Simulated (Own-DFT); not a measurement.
Simulation results for Hf$_{36}$O$_{71}$ (tetragonal hafnia with one neutral oxygen vacancy, atoms displaced)

Computed with Own-DFT development build. A calculation, not a measurement: plane-wave PBE and HSE06 DFT by an unreviewed code, no spin, of a simulated cell at Gamma alone, so results move with cell size and shape, stress positive in tension, energies less offsets, not probed for a lower state with spin; hafnium file: forces about 75 meV/angstrom off all-electron values; oxygen file: force components 24 meV/angstrom off all-electron in a glass; k mesh not checked against a denser one; forces and stress are PBE's, HSE06 gives the energy alone, and its difference from PBE has offsets of its own; offsets are fitted by least squares, one for each functional and potential file, so energies compare only between cells with the same atoms and settings and are not formation energies; the far tail of each file's local potential was reset to the Coulomb form; each entry is a single point on an unrelaxed cell, so the pressure reflects the starting lattice, taken from the Materials Project, from which strain is counted, and rises with the displacements; printed positions are rounded, which can move forces by about a meV/angstrom; the program is a retired in-house code; no spin-orbit coupling.

Common to all runs: first functional PBE; second functional HSE06; exact exchange share 0.25; screening 0.11 1/bohr; exchange divergence Gygi-Baldereschi; potential files PseudoDojo norm-conserving, scalar-relativistic, made for PBE, standard set; wave cutoff 48 hartree; occupations fixed; k mesh 1 x 1 x 1 centred on Gamma.

(1) Hf$_{36}$O$_{71}$ (tetragonal hafnia with one neutral oxygen vacancy, atoms displaced)

```
CELL_PARAMETERS angstrom
10.78000 0.00000 0.00000
0.00000 10.78000 0.00000
0.00000 0.00000 10.44930
ATOMIC_POSITIONS crystal
Hf 0.99370 0.00140 0.00412
Hf 0.16545 0.16421 0.24673
O 0.99992 0.17025 0.15117
O 0.16654 0.99203 0.34216
O 0.00389 0.16968 0.40539
O 0.16223 0.99482 0.09392
Hf 0.99869 0.00090 0.49984
Hf 0.16974 0.16515 0.75217
O 0.00266 0.17080 0.65950
O 0.16465 0.00169 0.84924
O 0.99587 0.16517 0.90491
O 0.15914 0.99236 0.59629
Hf 0.99956 0.33662 0.00094
Hf 0.16263 0.49971 0.24640
O 0.00391 0.50047 0.15807
O 0.99714 0.49343 0.40287
O 0.16723 0.33041 0.09422
Hf 0.00109 0.33780 0.50180
Hf 0.16426 0.49137 0.74120
O 0.99530 0.50409 0.65566
O 0.16568 0.33701 0.83608
O 0.99742 0.49885 0.89407
O 0.16374 0.33302 0.58998
Hf 0.00390 0.66422 0.00248
Hf 0.16857 0.83455 0.24441
O 0.99892 0.84006 0.15177
O 0.16006 0.66777 0.34249
O 0.99737 0.82608 0.40619
O 0.16914 0.66961 0.10637
Hf 0.99977 0.66073 0.49296
Hf 0.16664 0.83268 0.74997
O 0.99773 0.83031 0.66137
O 0.16367 0.66576 0.84884
O 0.99513 0.84308 0.90774
O 0.16955 0.66612 0.59145
Hf 0.33479 0.00955 0.01034
Hf 0.50371 0.16611 0.23870
O 0.32531 0.16515 0.15443
O 0.49605 0.99324 0.35479
O 0.34215 0.16327 0.39823
O 0.49690 0.00092 0.09862
Hf 0.33499 0.99942 0.50269
Hf 0.49811 0.16454 0.75041
O 0.33520 0.16086 0.65187
O 0.49434 0.00349 0.84955
O 0.33127 0.17302 0.90896
O 0.49915 0.99177 0.59072
Hf 0.33748 0.33764 0.00777
Hf 0.50863 0.49612 0.25263
O 0.32756 0.49810 0.15213
O 0.49444 0.33761 0.35106
O 0.33842 0.49610 0.40751
O 0.49733 0.32955 0.09666
Hf 0.32441 0.32994 0.50171
Hf 0.49879 0.50538 0.75097
O 0.33488 0.49882 0.65196
O 0.49880 0.33391 0.84929
O 0.32785 0.49228 0.89725
O 0.49849 0.34270 0.59900
Hf 0.33782 0.66946 0.00854
Hf 0.50177 0.83351 0.25249
O 0.33777 0.83744 0.14824
O 0.49228 0.66909 0.35629
O 0.33786 0.83530 0.39911
O 0.50187 0.66477 0.09145
Hf 0.34013 0.67256 0.50662
Hf 0.49878 0.83298 0.75092
O 0.32900 0.82698 0.65028
O 0.50043 0.66558 0.84911
O 0.33151 0.82701 0.89505
O 0.49937 0.66647 0.59419
Hf 0.65822 0.99775 0.00221
Hf 0.83099 0.17312 0.23900
O 0.67253 0.15949 0.15150
O 0.83373 0.00218 0.34492
O 0.66859 0.17126 0.40868
O 0.84029 0.99958 0.09601
Hf 0.66239 0.99965 0.50997
Hf 0.83279 0.16872 0.75787
O 0.67016 0.16874 0.66154
O 0.82418 0.99729 0.84464
O 0.66540 0.17181 0.89697
O 0.83828 0.00195 0.60208
Hf 0.66662 0.32242 0.00147
Hf 0.82433 0.49329 0.25313
O 0.66824 0.49764 0.14485
O 0.82960 0.32649 0.34657
O 0.66028 0.50111 0.39779
O 0.83275 0.33430 0.09556
Hf 0.66908 0.33808 0.50313
Hf 0.82065 0.50113 0.74479
O 0.66950 0.50688 0.65317
O 0.83323 0.32960 0.83996
O 0.66114 0.50343 0.91244
O 0.84134 0.33004 0.58925
Hf 0.67193 0.66635 0.00184
Hf 0.83622 0.82693 0.25245
O 0.67015 0.82231 0.14804
O 0.83640 0.66951 0.34587
O 0.67109 0.83306 0.40568
O 0.83429 0.66837 0.09925
Hf 0.66765 0.68024 0.48354
Hf 0.84271 0.83697 0.74753
O 0.67054 0.83909 0.64965
O 0.83725 0.67415 0.84894
O 0.66603 0.83781 0.90983
O 0.83001 0.66218 0.59237
```

* PBE energy of cell above offsets: -96.186 eV
* HSE06 less PBE above offsets: 0.122 eV
* PBE pressure: 3.02 GPa
* PBE stress xx: -4.7 GPa
* PBE stress yy: -0.7 GPa
* PBE stress zz: -3.68 GPa
* PBE stress yz: 0.53 GPa
* PBE stress xz: -0.42 GPa
* PBE stress xy: 0.12 GPa

Force:
```
element  x (eV/Å)  y (eV/Å)  z (eV/Å)
     Hf      1.48    -0.164    -1.164
     Hf    -1.389     0.332     1.637
      O     0.024      0.21      0.21
      O    -0.056     1.627      0.47
      O     0.645     -0.15    -0.233
      O     1.185     0.395      0.49
     Hf    -0.633     0.101    -0.699
     Hf    -1.313    -0.497     0.374
      O     0.141    -0.246    -0.091
      O     0.756     0.103    -0.541
      O    -0.033      1.04     0.247
      O      1.47     0.379     0.044
     Hf     0.777    -0.297    -1.335
     Hf     1.708     -0.02     1.783
      O    -2.124    -0.179    -1.188
      O     0.036     0.699    -0.895
      O    -0.521     0.076     0.213
     Hf     0.054    -1.787     -0.51
     Hf     0.255     2.744     0.824
      O    -0.017    -0.336    -0.965
      O    -0.438    -1.958     0.964
      O    -0.015    -0.102     1.992
      O     0.357     0.252     0.713
     Hf     0.025     0.706    -1.494
     Hf    -0.495    -0.918     0.336
      O     0.064    -0.836     0.668
      O     0.012    -0.553     0.159
      O    -0.349     1.419    -0.112
      O    -0.145     0.039    -1.157
     Hf     0.804     0.315     1.551
     Hf    -0.167    -0.402     1.067
      O     1.485    -0.252    -1.405
      O    -0.482    -0.174    -0.119
      O     0.229    -1.803    -0.318
      O    -0.921    -0.086      0.14
     Hf    -2.636    -1.367    -2.321
     Hf    -1.619      0.39     3.491
      O     2.229    -0.507    -0.583
      O      1.14     1.101    -1.506
      O    -0.785     0.059     0.502
      O     1.023     0.628     1.214
     Hf    -1.447    -0.213    -1.418
     Hf     0.589     2.061     0.293
      O    -0.312    -0.069    -0.183
      O     0.278    -0.499     0.092
      O      0.14    -0.586    -0.257
      O    -0.408     0.294     2.011
     Hf    -1.621     1.055    -2.046
     Hf    -2.305     0.544       0.7
      O     1.554    -0.031     0.053
      O     1.047    -1.372    -1.568
      O    -0.867     0.494     -0.12
      O     1.863    -0.702     1.497
     Hf      2.51     1.051    -1.476
     Hf    -0.692    -1.427     -0.15
      O    -0.378     0.154      0.18
      O     0.385    -0.369    -0.159
      O     0.647     1.303     1.036
      O     0.701    -0.835    -0.188
     Hf     -1.39     -0.58    -2.052
     Hf    -0.784    -0.468     0.132
      O     0.386    -0.205     0.126
      O     1.194    -0.122    -1.749
      O    -0.302    -0.202     0.271
      O     0.237    -0.164     1.448
     Hf    -1.746    -1.201    -1.471
     Hf    -0.117    -0.704     0.308
      O     1.266     0.662    -0.011
      O      0.05     0.902    -0.479
      O     0.534     1.136     0.944
      O     1.809     0.466     1.237
     Hf      2.83    -0.475    -1.381
     Hf     2.459    -2.273     2.553
      O     -2.04     0.496    -1.226
      O     -0.07     -0.07    -0.301
      O    -0.884    -0.605    -0.266
      O    -3.415      0.38     0.541
     Hf     2.521     0.978     -1.08
     Hf     1.533    -1.871    -1.305
      O    -1.484    -0.353    -1.146
      O    -0.075     1.081     0.727
      O    -0.282    -1.685     1.223
      O    -0.607     -0.02    -0.705
     Hf    -0.378     2.547    -1.596
     Hf     1.392     0.601    -0.361
      O    -0.176    -0.167     1.347
      O    -0.313     1.659    -0.408
      O      0.87     0.346    -0.588
      O    -0.182    -0.059     0.394
     Hf    -0.994    -1.002     0.225
     Hf      3.21      1.12     1.574
      O    -1.992      -0.9    -0.774
      O    -0.597     1.965     1.266
      O     0.657      -1.7    -1.252
      O    -2.427      0.53     1.005
     Hf     0.184     0.906    -0.668
     Hf     0.954     2.436    -1.025
      O    -0.868      1.16      1.35
      O    -0.785    -2.228     0.292
      O     -0.22     2.894    -2.158
      O     0.775    -0.603     0.255
     Hf     0.039    -3.589     3.878
     Hf    -1.632    -0.239     1.053
      O    -0.859    -0.176     0.313
      O    -0.668    -1.263    -0.148
      O     -1.04    -0.487    -0.601
      O    -0.013     0.309    -0.458
```

(2) Hf$_{36}$O$_{71}$ (tetragonal hafnia with one neutral oxygen vacancy, atoms displaced)

```
CELL_PARAMETERS angstrom
10.78000 0.00000 0.00000
0.00000 10.78000 0.00000
0.00000 0.00000 10.44930
ATOMIC_POSITIONS crystal
Hf 0.00488 0.99900 0.99772
Hf 0.16571 0.16609 0.25152
O 0.99935 0.16996 0.16137
O 0.16772 0.99259 0.34770
O 0.99743 0.16401 0.40612
O 0.16806 0.99452 0.09596
Hf 0.99120 0.00199 0.49482
Hf 0.17208 0.16172 0.74910
O 0.99810 0.17123 0.64385
O 0.16403 0.00236 0.84742
O 0.00892 0.15840 0.90186
O 0.17327 0.00621 0.58936
Hf 0.99428 0.33959 0.00691
Hf 0.17148 0.49613 0.25101
O 0.00074 0.50340 0.14998
O 0.16271 0.33398 0.34363
O 0.00382 0.49281 0.39818
O 0.16270 0.33060 0.09065
Hf 0.00176 0.33596 0.50491
Hf 0.17530 0.50234 0.74897
O 0.99737 0.50194 0.64718
O 0.16612 0.33850 0.84885
O 0.99991 0.49674 0.89520
O 0.16692 0.33277 0.60183
Hf 0.00258 0.66891 0.00094
Hf 0.17106 0.83201 0.24629
O 0.99296 0.83154 0.15813
O 0.16423 0.66443 0.34442
O 0.00786 0.83568 0.39750
O 0.16860 0.66505 0.09979
Hf 0.00367 0.66177 0.49656
Hf 0.16220 0.83062 0.75017
O 0.00673 0.83936 0.65001
O 0.16409 0.66292 0.84732
O 0.99846 0.83414 0.89872
O 0.16802 0.66632 0.60791
Hf 0.33319 0.99471 0.00632
Hf 0.50147 0.16892 0.25321
O 0.33341 0.16555 0.15728
O 0.50192 0.99641 0.35392
O 0.32662 0.17025 0.40269
O 0.50339 0.00759 0.10707
Hf 0.33274 0.99805 0.50131
Hf 0.49977 0.17064 0.74907
O 0.33646 0.15977 0.65420
O 0.50164 0.99683 0.84233
O 0.33670 0.17341 0.89597
O 0.49793 0.99833 0.60338
Hf 0.32947 0.32837 0.99677
Hf 0.50302 0.50276 0.26132
O 0.33312 0.49721 0.15354
O 0.49132 0.33198 0.34583
O 0.33690 0.50919 0.39654
O 0.50580 0.33516 0.10103
Hf 0.33201 0.33575 0.50271
Hf 0.49990 0.49479 0.74586
O 0.33595 0.50404 0.64981
O 0.50442 0.33290 0.85138
O 0.33819 0.50407 0.90065
O 0.49354 0.34664 0.59198
Hf 0.33401 0.67381 0.00032
Hf 0.50154 0.83363 0.24616
O 0.33193 0.83317 0.15101
O 0.49712 0.67411 0.35002
O 0.33383 0.83520 0.40003
O 0.49968 0.66907 0.10373
Hf 0.33702 0.67118 0.50172
Hf 0.50819 0.83024 0.75249
O 0.33509 0.84242 0.65645
O 0.50597 0.67018 0.84999
O 0.33062 0.82921 0.89670
O 0.51190 0.65950 0.60666
Hf 0.66887 0.00532 0.99902
Hf 0.83715 0.16695 0.25253
O 0.66373 0.16227 0.15176
O 0.83913 0.99972 0.34139
O 0.67233 0.17003 0.41197
O 0.83235 0.99704 0.09847
Hf 0.67475 0.99508 0.49910
Hf 0.82982 0.16165 0.74328
O 0.66729 0.16325 0.64840
O 0.83296 0.00884 0.84276
O 0.67404 0.17263 0.89769
O 0.83120 0.99712 0.60561
Hf 0.67142 0.33266 0.00205
Hf 0.83202 0.50406 0.24922
O 0.66197 0.49913 0.15048
O 0.83409 0.33379 0.34602
O 0.66481 0.49851 0.40596
O 0.83006 0.32568 0.09838
Hf 0.66362 0.33655 0.49209
Hf 0.83225 0.50021 0.74982
O 0.66925 0.50111 0.65124
O 0.83262 0.33521 0.84483
O 0.66250 0.50509 0.90534
O 0.83359 0.31874 0.59722
Hf 0.66125 0.65918 0.99197
Hf 0.83188 0.83098 0.25055
O 0.83376 0.67117 0.35397
O 0.67019 0.83436 0.39597
O 0.83851 0.66844 0.09734
Hf 0.66787 0.65709 0.49322
Hf 0.83117 0.83685 0.75935
O 0.67067 0.82947 0.65229
O 0.83417 0.67039 0.85062
O 0.67250 0.83848 0.90229
O 0.83562 0.65833 0.59616
```

* PBE energy of cell above offsets: -97.733 eV
* HSE06 less PBE above offsets: 0.029 eV
* PBE pressure: 1.35 GPa
* PBE stress xx: -0.59 GPa
* PBE stress yy: -2.11 GPa
* PBE stress zz: -1.35 GPa
* PBE stress yz: 0.03 GPa
* PBE stress xz: 0.57 GPa
* PBE stress xy: 0.14 GPa

Force:
```
element  x (eV/Å)  y (eV/Å)  z (eV/Å)
     Hf    -0.983     0.303      0.06
     Hf     0.569    -0.525     0.959
      O     0.282    -0.342    -0.926
      O     0.097     1.531    -0.986
      O     0.127      1.03    -0.894
      O     -0.15     0.205     0.246
     Hf      1.96    -1.044     0.942
     Hf    -1.633     1.014    -0.252
      O     0.884    -0.814     1.255
      O     0.692    -1.177     0.176
      O    -0.436     1.677     0.714
      O    -2.082     0.234     0.995
     Hf       0.9    -0.621    -2.237
     Hf    -0.213      0.86    -0.649
      O    -0.598    -0.638     0.031
      O     0.412    -0.469     0.566
      O    -0.501     1.452     0.039
      O     0.488     -0.09     0.888
     Hf    -0.669    -1.091     0.424
     Hf    -1.645     -0.63     0.528
      O      0.65    -0.477     0.087
      O     0.688    -0.786    -0.444
      O    -0.423     0.832     1.176
      O       0.8     0.312    -0.491
     Hf    -0.195    -0.846    -0.305
     Hf    -2.042    -0.157      1.42
      O     1.986    -0.019    -1.141
      O     0.134     0.002     0.668
      O    -0.705    -0.817      1.03
      O    -0.015     0.474    -0.534
     Hf    -0.097     0.664     0.399
     Hf      1.02      0.19    -0.469
      O    -1.491    -0.164     0.092
      O    -0.059     0.848     0.682
      O     0.246     0.137     0.419
      O     0.366      0.04    -1.459
     Hf     0.979     0.625      -1.1
     Hf    -0.225     -1.35    -0.548
      O    -0.257     0.016    -0.836
      O      0.09     0.892    -0.704
      O     0.192    -0.049     0.456
      O    -0.848    -1.206    -1.293
     Hf     1.118     0.276    -0.112
     Hf     0.665    -1.829     0.086
      O     0.309     1.173    -0.407
      O    -0.042     1.039     1.392
      O    -0.175    -1.885     0.665
      O     1.446      0.01    -1.081
     Hf     0.687     1.774     0.645
     Hf    -1.752    -0.146    -2.432
      O     0.682    -0.109     0.207
      O     0.792     0.737      0.97
      O    -0.175    -1.031     1.093
      O    -0.847    -0.501    -0.418
     Hf    -1.049     -0.33    -1.231
     Hf     0.289     0.953     0.876
      O    -0.096    -0.066    -0.319
      O    -0.119     0.321    -0.849
      O    -0.007    -0.259    -0.018
      O      1.33    -0.616     0.774
     Hf     0.035    -1.734     0.125
     Hf     1.154     0.924     0.383
      O     1.084      0.39    -0.974
      O     0.667    -0.914     0.611
      O    -0.297    -1.074     0.194
      O     0.013     0.437    -0.448
     Hf    -0.057     0.535     0.464
     Hf    -0.727     1.206    -1.262
      O    -0.049      -1.2    -0.408
      O    -0.022    -0.804     0.453
      O     0.057     1.058     1.135
      O    -1.704     0.439    -1.253
     Hf    -0.066     0.253       0.4
     Hf    -0.918     0.065    -0.264
      O     0.967     0.415     0.439
      O    -0.383    -0.063     1.376
      O    -0.313    -0.741    -1.398
      O     0.196      0.01    -0.656
     Hf    -2.551     0.318     0.644
     Hf     0.721     2.407    -0.284
      O    -1.313     0.343     0.399
      O     0.046    -2.083     1.418
      O    -0.562    -0.702     0.488
      O     0.486    -0.006    -0.999
     Hf     -1.65    -0.118    -0.534
     Hf     0.846     0.151    -0.447
      O     1.366     0.414     0.826
      O    -0.491     0.945     -0.15
      O    -0.258    -0.102    -2.207
      O     0.561      0.56     0.661
     Hf     1.381    -1.986     2.501
     Hf     1.267     0.371    -0.114
      O    -0.132    -0.814    -0.044
      O     0.066    -0.191     0.426
      O     0.456    -2.387    -1.186
      O    -0.864     1.452    -0.935
     Hf     0.648     2.621     1.852
     Hf    -0.799     0.302    -0.781
      O     0.005    -1.742    -0.582
      O     0.062    -0.599      0.22
      O    -1.473    -0.333     0.237
     Hf     0.904     3.184     2.335
     Hf     0.538    -0.128    -1.177
      O     0.192     0.278    -0.161
      O    -0.201    -0.812    -0.228
      O    -0.055    -0.507     0.513
      O    -0.174     0.424    -0.435
```
